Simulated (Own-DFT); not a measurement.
## Calculated data, Si$_{3}$N$_{4}$ (beta silicon nitride, atoms displaced)

A calculation, not a measurement: plane-wave PBE density functional theory by an unreviewed code, no spin, of a simulated periodic cell, stress positive in tension, free energy of the whole cell less one offset for each atom, some atoms lie very close together; forces on such cells passed a denser k mesh, this cell's mesh not checked; offsets are fitted by least squares, one for each functional and potential file, so energies compare only between cells with the same atoms and settings and are not formation energies; the far tail of each file's local potential was reset to the Coulomb form; each entry is a single point on an unrelaxed cell, so the pressure reflects the starting lattice, mostly measured values (interpolated for alloys), from which strain is counted, and rises with the displacements; printed positions are rounded, which can move forces by about a meV/angstrom; the program, named Own-DFT, is a retired in-house code; no spin-orbit coupling; before rounding, a Quantum ESPRESSO 7.3.1 run of the same cell and cutoff gave forces within 1 meV/angstrom rms on each cell, which checks the program and not the settings. Program: Own-DFT development build.

### Si$_{3}$N$_{4}$ (beta silicon nitride, atoms displaced)

```
Si3N4
1.0
      7.6060     0.0000     0.0000
     -3.8030     6.5870     0.0000
      0.0000     0.0000     8.7270
Si N Si N Si N
6 8 6 8 6 8
Direct
  0.18377 0.77079 0.08561
  0.22765 0.39484 0.07559
  0.61058 0.81832 0.05798
  0.83787 0.24132 0.24312
  0.75789 0.58622 0.25399
  0.38432 0.17850 0.26041
  0.36568 0.05415 0.08516
  0.97770 0.31366 0.08094
  0.69784 0.65218 0.09333
  0.69612 0.98365 0.25922
  0.04584 0.72400 0.22760
  0.30552 0.34249 0.26258
  0.32728 0.68165 0.08148
  0.69808 0.34438 0.24162
  0.16122 0.76196 0.43164
  0.23032 0.41011 0.41992
  0.59186 0.84028 0.42000
  0.81220 0.24189 0.57720
  0.74708 0.58297 0.58687
  0.41506 0.18813 0.59102
  0.32666 0.03446 0.42159
  0.98619 0.29095 0.39807
  0.70907 0.67823 0.42639
  0.65975 0.97443 0.57001
  0.00710 0.68599 0.57274
  0.29682 0.33311 0.58364
  0.32094 0.64896 0.40174
  0.68593 0.33715 0.55468
  0.17684 0.79100 0.75584
  0.24801 0.40735 0.74346
  0.58543 0.81102 0.76044
  0.81578 0.21852 0.94478
  0.76174 0.57859 0.89723
  0.43821 0.20709 0.90527
  0.33375 0.00295 0.75427
  0.94154 0.30348 0.76800
  0.68750 0.66454 0.76089
  0.68057 0.97554 0.90964
  0.01842 0.70900 0.92061
  0.31012 0.34857 0.91676
  0.36240 0.67711 0.73590
  0.64849 0.31038 0.92566
```

| Quantity | Value |
| --- | --- |
| functional | PBE |
| potential files | PseudoDojo norm-conserving, scalar-relativistic, standard set |
| wave cutoff | 42 hartree |
| occupations | Fermi-Dirac |
| smearing width | 0.1 eV |
| k mesh | 3 x 3 x 3 centred on Gamma |
| free energy of cell above offsets | 13.191 eV |
| pressure | 18.28 GPa |
| stress xx | -24.72 GPa |
| stress yy | -19.66 GPa |
| stress zz | -10.46 GPa |
| stress yz | 0.02 GPa |
| stress xz | -2.38 GPa |
| stress xy | -2.19 GPa |

Force:
| element | x (eV/Å) | y (eV/Å) | z (eV/Å) |
| --- | --- | --- | --- |
| Si | -2.941 | 5.326 | -3.591 |
| Si | -0.495 | 4.234 | 4.211 |
| Si | -2.619 | -0.896 | 7.359 |
| Si | 1.14 | -2.141 | 2.342 |
| Si | 3.528 | 2.043 | 1.324 |
| Si | 4.876 | -1.87 | -2.843 |
| N | -2.041 | -1.006 | -0.982 |
| N | 1.407 | -0.266 | 1.228 |
| N | -2.56 | 1.078 | -5.591 |
| N | -0.461 | -2.101 | -3.544 |
| N | -4.616 | -2.188 | 8.714 |
| N | -0.022 | 0.227 | -3.805 |
| N | 8.862 | -4.111 | -1.609 |
| N | -5.206 | -0.378 | 1.028 |
| Si | 2.526 | 1.397 | -7.195 |
| Si | 0.148 | -0.973 | -0.662 |
| Si | 0.677 | -3.615 | -4.447 |
| Si | 12.81 | -5.641 | 1.984 |
| Si | 1.315 | 2.015 | -1.393 |
| Si | 0.953 | -3.607 | -2.619 |
| N | -0.116 | -0.387 | 2.034 |
| N | -3.321 | -0.462 | 4.299 |
| N | -2.106 | -0.171 | -1.555 |
| N | 0.443 | 2.099 | 6.152 |
| N | 0.556 | 0.867 | 5.645 |
| N | 3.008 | -1.713 | -0.099 |
| N | -0.659 | 6.34 | 1.71 |
| N | -12.98 | 3.351 | 1.227 |
| Si | -2.606 | -14.77 | -0.557 |
| Si | -6.273 | 2.204 | 3.118 |
| Si | 3.784 | 8.407 | -3.336 |
| Si | -0.39 | 2.289 | -6.111 |
| Si | 2.831 | -0.276 | 7.82 |
| Si | -15.56 | -13.14 | 2.528 |
| N | 2.057 | 17.18 | -0.93 |
| N | 3.047 | 1.065 | -2.956 |
| N | 1.301 | -1.454 | -4.018 |
| N | 0.432 | -2.641 | 0.1 |
| N | 1.838 | 0.667 | -1.965 |
| N | 2.708 | -1.895 | -2.83 |
| N | -9.67 | -6.503 | -0.101 |
| N | 14.39 | 11.42 | -0.085 |
